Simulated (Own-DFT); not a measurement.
# What a defect does to the pressure of its cell: zincblende GaAs

Calculated, not measured: single-point runs of Own-DFT, a retired in-house plane-wave DFT program that no person has reviewed, on unrelaxed cells, without spin or spin-orbit coupling.

Settings: PBE; PseudoDojo norm-conserving scalar-relativistic files; cutoff 42 hartree; 3 x 3 x 3 k mesh centred on Gamma; Fermi-Dirac smearing of 0.1 eV.

Limits (not all hold for every row): not probed for a lower state with spin; forces not confirmed at this smearing and k mesh; stress not checked against mesh or cutoff.

All runs share one cell, with vectors in Å (11.737, 0.000, 0.000); (0.000, 11.737, 0.000); (0.000, 0.000, 10.919) and a volume of 1504.3 Å³, strained against the parent crystal. u is the rms random offset of the atoms per axis. The defect's site can differ from row to row.

```
cell,formula,u (Å),P (GPa)
no defect,As32Ga32,0.0307,0.78
no defect,As32Ga32,0.0466,0.99
no defect,As32Ga32,0.0506,1.14
one In on a Ga site,As32Ga31In,0.0283,1.36
one In on a Ga site,As32Ga31In,0.0291,1.33
one In on a Ga site,As32Ga31In,0.0492,1.66
one P on an As site,As31Ga32P,0.0254,0.48
one P on an As site,As31Ga32P,0.0326,0.53
one P on an As site,As31Ga32P,0.0502,0.83
one Al on a Ga site,AlAs32Ga31,0.0286,?
one Al on a Ga site,AlAs32Ga31,0.0302,0.73
one Al on a Ga site,AlAs32Ga31,0.0509,1.07
one Al on a Ga site,AlAs32Ga31,0.0518,1.09
one As vacancy and one Ga vacancy,As31Ga31,0.0284,0.46
one As vacancy and one Ga vacancy,As31Ga31,0.0499,0.83
one As vacancy and one Ga vacancy,As31Ga31,0.0518,0.72
```

## Working it out

P = P0 + c u² + a shift for each defect gives P0 = 0.61 GPa, c = 194 ± 13 GPa/Å² and a scatter of 0.04 GPa. The shifts, and each times the cell's volume:

- one In on a Ga site: 0.58 ± 0.03 GPa, 5.5 eV
- one Al on a Ga site: -0.04 ± 0.03 GPa, -0.4 eV (not resolved)
- one P on an As site: -0.27 ± 0.03 GPa, -2.5 eV
- one As vacancy and one Ga vacancy: -0.32 ± 0.03 GPa, -3.0 eV

Against the defect-free cell, a freed cell would be larger where the shift is positive and smaller where it is negative (160.2 GPa Å³ is 1 eV). The atoms around the defects weren't relaxed, which would change these numbers.

## Test on the hidden row

Q: what pressure belongs in the blank (one Al on a Ga site, u = 0.0286 Å)?

Estimate: 0.72 ± 0.05 GPa. The hidden result is 0.71 GPa.
